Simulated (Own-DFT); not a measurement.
Hf₁₆O₃₁ (monoclinic hafnia with two neutral oxygen vacancies, atoms displaced) (calculated)

Computed with Own-DFT development build. A calculation, not a measurement: plane-wave PBE and HSE06 DFT by an unreviewed code, no spin, of a simulated cell at Gamma alone, so results move with cell size and shape, stress positive in tension, energies less offsets, not probed for a lower state with spin; hafnium file: forces about 75 meV/angstrom off all-electron values; oxygen file: force components 24 meV/angstrom off all-electron in a glass; k mesh not checked against a denser one; forces and stress are PBE's, HSE06 gives the energy alone, and its difference from PBE has offsets of its own; offsets are fitted by least squares, one for each functional and potential file, so energies compare only between cells with the same atoms and settings and are not formation energies; the far tail of each file's local potential was reset to the Coulomb form; each entry is a single point on an unrelaxed cell, so the pressure reflects the starting lattice, mostly measured values, from which strain is counted, and rises with the displacements; printed positions are rounded, which can move forces by about a meV/angstrom; the program is a retired in-house code; no spin-orbit coupling.

Settings shared by all entries: first functional PBE; second functional HSE06; exact exchange share 0.25; screening 0.11 1/bohr; exchange divergence Gygi-Baldereschi; potential files PseudoDojo norm-conserving, scalar-relativistic, made for PBE, standard set; wave cutoff 48 hartree; occupations fixed; k mesh 1 x 1 x 1 centred on Gamma.

(1) Hf₁₆O₃₁ (monoclinic hafnia with two neutral oxygen vacancies, atoms displaced)

```
CELL_PARAMETERS angstrom
10.23400 0.00000 0.00000
0.00000 10.35000 0.00000
-1.69550 0.00000 10.44530
ATOMIC_POSITIONS crystal
Hf 0.13833 0.01747 0.10722
Hf 0.36152 0.27720 0.14431
Hf 0.36769 0.48234 0.40065
Hf 0.14240 0.23345 0.35595
O 0.02636 0.17056 0.16812
O 0.46444 0.41362 0.08397
O 0.46147 0.33433 0.32048
O 0.04538 0.08179 0.41925
O 0.22050 0.37540 0.24027
O 0.27544 0.12460 0.00909
O 0.26642 0.11563 0.25410
O 0.22029 0.37025 0.48610
Hf 0.14282 0.02202 0.60704
Hf 0.36954 0.27500 0.64419
Hf 0.36594 0.47856 0.89683
Hf 0.13494 0.22547 0.84962
O 0.03950 0.15968 0.66753
O 0.45901 0.41088 0.57155
O 0.45747 0.33127 0.83412
O 0.04366 0.08276 0.92260
O 0.22980 0.37836 0.74396
O 0.27540 0.12293 0.51511
O 0.27328 0.12001 0.76501
O 0.22870 0.36527 0.99063
Hf 0.13206 0.52792 0.10231
Hf 0.36093 0.76312 0.14076
Hf 0.36850 0.97274 0.40006
Hf 0.13756 0.73783 0.35256
O 0.03527 0.66430 0.17089
O 0.45842 0.91563 0.07660
O 0.46148 0.83810 0.32234
O 0.03137 0.57968 0.43269
O 0.23024 0.87145 0.23576
O 0.26684 0.62253 0.01014
O 0.22667 0.87412 0.48943
Hf 0.13495 0.51665 0.59653
Hf 0.36575 0.78000 0.64747
Hf 0.36466 0.98292 0.89516
Hf 0.14122 0.72650 0.84966
O 0.03854 0.67463 0.67894
O 0.46751 0.92071 0.57574
O 0.45639 0.83529 0.82337
O 0.04595 0.58674 0.92952
O 0.23102 0.87452 0.74667
O 0.27133 0.61562 0.76004
O 0.21949 0.86293 0.99679
Hf 0.63215 0.02364 0.10626
Hf 0.86206 0.26241 0.14878
Hf 0.84170 0.48647 0.38874
Hf 0.63612 0.22793 0.35022
O 0.54002 0.17671 0.17054
O 0.96001 0.41148 0.07904
O 0.96078 0.33756 0.32180
O 0.54077 0.08149 0.42617
O 0.72512 0.38142 0.24495
O 0.77524 0.12623 0.02090
O 0.78031 0.12150 0.25831
O 0.72832 0.37174 0.49309
Hf 0.63868 0.01370 0.60176
Hf 0.86413 0.27358 0.64387
Hf 0.85487 0.47431 0.89438
Hf 0.63890 0.23440 0.85692
O 0.53043 0.16681 0.67805
O 0.96262 0.40505 0.57905
O 0.95817 0.32420 0.82191
O 0.53559 0.08392 0.92474
O 0.72446 0.37701 0.74233
O 0.76901 0.12368 0.50906
O 0.77234 0.12136 0.76288
O 0.72055 0.36981 0.98701
Hf 0.62842 0.51917 0.09702
Hf 0.86209 0.76695 0.14046
Hf 0.85420 0.97912 0.39317
Hf 0.63921 0.73343 0.35599
O 0.53595 0.67301 0.16530
O 0.95629 0.91411 0.07922
O 0.96496 0.84172 0.32587
O 0.53626 0.59317 0.42513
O 0.73055 0.88464 0.24252
O 0.77381 0.61943 0.00468
O 0.77847 0.60876 0.25756
O 0.72962 0.86319 0.48925
Hf 0.64498 0.52973 0.61083
Hf 0.85726 0.77604 0.64852
Hf 0.86277 0.98226 0.90250
Hf 0.63983 0.73438 0.85058
O 0.53933 0.66784 0.67701
O 0.96279 0.91047 0.57258
O 0.97181 0.82827 0.83199
O 0.53248 0.59308 0.92993
O 0.72189 0.88402 0.73833
O 0.78331 0.62084 0.51366
O 0.78046 0.62338 0.75856
O 0.72674 0.86922 0.98375
```

- PBE energy of cell above offsets: -87.190 eV
- HSE06 less PBE above offsets: 0.586 eV
- PBE pressure: 6.1 GPa
- PBE stress xx: -6.17 GPa
- PBE stress yy: -5.65 GPa
- PBE stress zz: -6.47 GPa
- PBE stress yz: 0.53 GPa
- PBE stress xz: -0.3 GPa
- PBE stress xy: -0.46 GPa

Force:
```
element  x (eV/Å)  y (eV/Å)  z (eV/Å)
     Hf     0.426      0.57    -0.378
     Hf    -2.415    -1.964    -0.356
     Hf    -1.466     -0.48    -1.499
     Hf     -1.83    -0.626    -1.037
      O     1.939    -1.682     0.056
      O      1.02     1.509    -1.075
      O     0.484     0.243     1.304
      O    -1.473    -0.547     0.158
      O     0.782     1.245    -0.201
      O     0.291     0.082     0.612
      O     0.804     0.005      1.06
      O      0.74     0.721     0.755
     Hf    -0.682    -0.728    -0.842
     Hf    -2.799    -1.839     1.036
     Hf    -2.749      0.19    -0.405
     Hf     1.278     1.034     0.795
      O    -1.408     1.031     0.367
      O     2.399     2.245     0.206
      O     1.945    -0.536    -0.295
      O    -1.934    -1.308     0.337
      O    -0.364    -0.137    -0.961
      O       1.2     1.127     0.009
      O     0.581    -0.258    -0.531
      O    -0.125     0.349    -0.322
     Hf     0.261    -3.021     0.562
     Hf    -1.228     0.697     -0.39
     Hf    -1.794     2.186    -1.736
     Hf    -0.494    -1.348     0.605
      O    -1.007     1.413     0.954
      O     1.118     0.545     0.177
      O      2.07    -1.357     0.445
      O     0.404     1.369    -1.552
      O    -0.977     -0.02     0.877
      O      2.29     0.473     0.878
      O     0.395    -1.063     0.277
     Hf    -0.583     0.754     1.549
     Hf    -1.853    -1.696    -0.283
     Hf    -1.806     0.238     1.031
     Hf     0.023     0.234     0.981
      O    -0.641    -1.232     -1.75
      O    -0.192    -1.033     0.495
      O     2.487     -0.84     0.615
      O    -2.945    -1.366    -1.287
      O    -0.376     1.006    -1.316
      O     1.401     0.077    -0.705
      O     0.405     0.653    -0.614
     Hf     0.066    -0.271    -0.268
     Hf     0.305     2.528     0.631
     Hf     4.149    -3.544     1.815
     Hf     0.675     1.026     0.789
      O     0.047    -0.987    -0.187
      O     0.274     0.997    -1.397
      O     0.392    -0.095     1.116
      O    -0.984    -0.153    -0.962
      O    -1.488      -0.7     -1.01
      O    -0.263      -0.7    -1.791
      O     -1.24    -0.307     0.919
      O     -1.73    -0.218    -0.279
     Hf     0.575     3.201     1.112
     Hf     -0.54    -1.969    -0.289
     Hf     2.422     0.075     1.334
     Hf    -0.428    -1.667    -0.508
      O     1.102    -0.806    -0.369
      O      1.58     1.661     -0.36
      O     0.127     0.843     0.968
      O     0.419     0.098     0.004
      O    -0.797     1.052    -0.498
      O     0.751      0.26       0.1
      O    -0.016    -0.232     0.378
      O    -0.453     0.273     0.164
     Hf      1.65    -0.023     1.719
     Hf    -0.004     -0.03     0.783
     Hf     2.837     1.117     0.749
     Hf     -0.42    -0.314    -1.663
      O     0.953    -0.505     1.045
      O     1.104     0.676     0.072
      O     0.205    -1.115    -0.682
      O    -0.018     -0.33      0.44
      O    -1.152    -1.125    -0.718
      O     0.099     1.127     0.188
      O    -1.299     3.567    -1.575
      O    -1.432     0.294     0.109
     Hf    -0.034    -1.944     -1.01
     Hf     3.429    -0.731     0.419
     Hf     1.187     0.066    -1.147
     Hf    -0.505    -0.385     1.266
      O    -0.501     0.138    -0.535
      O     0.301     0.624     0.288
      O    -2.388     1.793    -0.149
      O    -0.195    -0.082    -1.199
      O     0.134    -1.031     0.433
      O    -1.075     1.402     0.342
      O    -0.608    -0.222     0.286
      O    -0.819    -0.253     0.517
```

(2) Hf₁₆O₃₁ (monoclinic hafnia with two neutral oxygen vacancies, atoms displaced)

```
CELL_PARAMETERS angstrom
10.23400 0.00000 0.00000
0.00000 10.35000 0.00000
-1.69550 0.00000 10.44530
ATOMIC_POSITIONS crystal
Hf 0.13703 0.02372 0.10571
Hf 0.36079 0.27443 0.14839
Hf 0.36448 0.47080 0.39611
Hf 0.14216 0.23037 0.35965
O 0.04010 0.16070 0.17173
O 0.46690 0.41938 0.08298
O 0.46250 0.33002 0.32891
O 0.03223 0.07933 0.41985
O 0.22404 0.38375 0.23263
O 0.27319 0.13500 0.00989
O 0.27433 0.12050 0.26547
O 0.22597 0.37428 0.50206
Hf 0.14420 0.01931 0.60330
Hf 0.36403 0.26579 0.64197
Hf 0.35546 0.48053 0.89629
Hf 0.14023 0.22329 0.85375
O 0.03688 0.15732 0.67645
O 0.46549 0.41678 0.57698
O 0.46199 0.32961 0.82517
O 0.03701 0.08461 0.92186
O 0.22580 0.38015 0.72942
O 0.26802 0.12900 0.50220
O 0.27408 0.11484 0.75566
O 0.22537 0.36800 0.98934
Hf 0.13743 0.51927 0.10104
Hf 0.36676 0.77008 0.14338
Hf 0.36732 0.96566 0.39644
Hf 0.14667 0.72528 0.35861
O 0.02867 0.65908 0.17156
O 0.46918 0.91685 0.07962
O 0.45616 0.83381 0.32721
O 0.03595 0.58447 0.42481
O 0.21706 0.87799 0.23536
O 0.26903 0.62637 0.00758
O 0.28000 0.61688 0.25794
Hf 0.13847 0.52005 0.60394
Hf 0.36115 0.76935 0.64311
Hf 0.36288 0.97799 0.89368
Hf 0.13699 0.73050 0.85361
O 0.03443 0.66393 0.67307
O 0.45799 0.83276 0.82726
O 0.04232 0.58493 0.91807
O 0.22731 0.87856 0.73858
O 0.27707 0.62504 0.50698
O 0.26908 0.61863 0.76188
O 0.22359 0.86950 0.00144
Hf 0.64887 0.02056 0.10999
Hf 0.87501 0.26497 0.15176
Hf 0.86306 0.48292 0.38997
Hf 0.63689 0.22652 0.35852
O 0.54650 0.15814 0.17955
O 0.97478 0.41355 0.07868
O 0.96289 0.34097 0.31591
O 0.54022 0.08882 0.42145
O 0.72342 0.37888 0.23228
O 0.78180 0.12615 0.00976
O 0.76642 0.12837 0.26196
O 0.72177 0.37545 0.49927
Hf 0.63642 0.01981 0.60721
Hf 0.86012 0.27786 0.64763
Hf 0.86262 0.47526 0.89681
Hf 0.63999 0.23693 0.84796
O 0.53779 0.16799 0.67746
O 0.96046 0.41465 0.58443
O 0.96184 0.32786 0.82828
O 0.53970 0.08296 0.92106
O 0.72945 0.37619 0.73716
O 0.77592 0.11718 0.50452
O 0.76934 0.11845 0.75826
O 0.71753 0.36829 0.97923
Hf 0.64128 0.52779 0.11189
Hf 0.86153 0.77818 0.13775
Hf 0.86391 0.98728 0.39774
Hf 0.63024 0.72850 0.35785
O 0.54048 0.65982 0.17350
O 0.95734 0.91448 0.07292
O 0.96656 0.83235 0.32704
O 0.53102 0.58469 0.41983
O 0.73208 0.87720 0.24279
O 0.77210 0.63264 0.01611
O 0.77223 0.62533 0.26415
O 0.72825 0.86734 0.48498
Hf 0.63022 0.52216 0.60208
Hf 0.86153 0.77055 0.63663
Hf 0.86197 0.97619 0.90119
Hf 0.63757 0.72770 0.85996
O 0.53341 0.66848 0.66964
O 0.96217 0.91227 0.57526
O 0.96284 0.83069 0.82972
O 0.53810 0.58046 0.91776
O 0.72821 0.87788 0.74197
O 0.76686 0.63332 0.51003
O 0.77592 0.61874 0.75848
O 0.73165 0.86999 0.98921
```

* PBE energy of cell above offsets: -88.187 eV
* HSE06 less PBE above offsets: 0.608 eV
* PBE pressure: 5.11 GPa
* PBE stress xx: -5.34 GPa
* PBE stress yy: -5.47 GPa
* PBE stress zz: -4.53 GPa
* PBE stress yz: -0.45 GPa
* PBE stress xz: -0.03 GPa
* PBE stress xy: 0.39 GPa

Force:
```
element  x (eV/Å)  y (eV/Å)  z (eV/Å)
     Hf     1.393    -1.596    -0.579
     Hf     1.291     -0.87    -0.928
     Hf    -0.653     1.632    -0.487
     Hf    -0.156    -0.644     -0.73
      O     -1.08     1.314     1.203
      O    -0.576    -0.261     -0.28
      O     0.103    -0.136      0.09
      O      1.57     1.653     0.019
      O    -0.113    -1.399     1.687
      O     0.404    -0.821     0.321
      O     0.217     0.336    -0.266
      O     0.162    -1.134    -2.694
     Hf    -1.398    -0.349     0.095
     Hf     -0.44      0.61     1.335
     Hf     1.236    -0.662    -0.135
     Hf     -0.34     0.603    -0.468
      O    -0.302     0.414     -0.56
      O    -0.382    -0.606    -0.035
      O    -0.619     0.624    -0.027
      O    -0.314    -0.549     0.492
      O    -0.168    -0.782     1.604
      O     0.493     0.015     1.016
      O     0.614     0.582     0.273
      O     0.027     0.309    -0.428
     Hf     0.021     1.641     0.326
     Hf    -1.472    -0.029    -0.593
     Hf    -1.668     3.389     0.117
     Hf    -1.491     0.595      -2.1
      O     0.559     0.185     0.208
      O     0.001    -0.457    -0.028
      O      1.91    -1.972    -0.606
      O    -0.393    -0.495    -0.123
      O     0.465    -0.436     1.246
      O     1.603     0.634     0.336
      O    -0.043     0.471     0.408
     Hf    -0.724     0.389      0.83
     Hf     0.324    -0.263     0.413
     Hf     0.827     0.915     1.237
     Hf    -0.502      0.37     0.027
      O    -0.142      0.32    -0.416
      O     1.162    -0.731    -0.212
      O    -1.795    -1.344     0.188
      O    -0.499    -0.183    -0.646
      O     -0.04     0.898     0.715
      O     0.787      0.21    -0.438
      O     0.605     0.044     -1.58
     Hf    -1.113     0.517    -1.284
     Hf    -2.369     0.764    -2.383
     Hf    -1.009     0.378     0.778
     Hf     1.037      1.11    -0.682
      O    -2.528     1.306    -0.536
      O    -1.666    -0.836    -0.863
      O      1.38    -0.496     1.976
      O      -2.3    -2.403      1.44
      O     0.311     0.308     0.934
      O     0.091     0.163     0.775
      O     2.602    -0.715     0.097
      O     0.274    -0.672     -1.72
     Hf      1.12    -0.044     0.059
     Hf     0.281     -2.47    -0.132
     Hf      0.12     0.577    -0.237
     Hf    -0.497    -1.723     1.665
      O    -0.578    -0.721    -1.963
      O     1.371     1.174    -1.284
      O     0.467      0.28     0.314
      O    -0.511    -0.373     0.136
      O    -0.966     0.881     0.235
      O    -0.307      1.79     1.531
      O     0.641     0.047    -0.043
      O     1.295     1.239      1.21
     Hf     0.921    -2.817    -1.662
     Hf     0.398    -2.284     3.255
     Hf    -0.505    -2.673    -0.883
     Hf     2.396      0.44     0.011
      O    -2.303     2.485     0.538
      O     2.456     1.626     0.606
      O     0.857    -0.008     0.215
      O    -0.625    -0.685     0.221
      O    -0.882     0.739    -0.712
      O     0.461    -0.559    -0.735
      O     0.287    -0.536     0.544
      O    -1.245     0.558     0.366
     Hf     1.871      0.13     0.824
     Hf    -0.322    -0.282       1.8
     Hf     0.156      1.01    -2.636
     Hf     0.628     0.038     -1.31
      O     -0.48     0.836     0.154
      O     1.569     0.977     0.056
      O     0.434     0.012    -0.172
      O    -0.895    -0.135     0.295
      O    -0.839    -0.056     -0.78
      O     0.289    -0.895    -0.369
      O    -0.493    -0.212     0.778
      O    -1.745    -0.226    -0.254
```
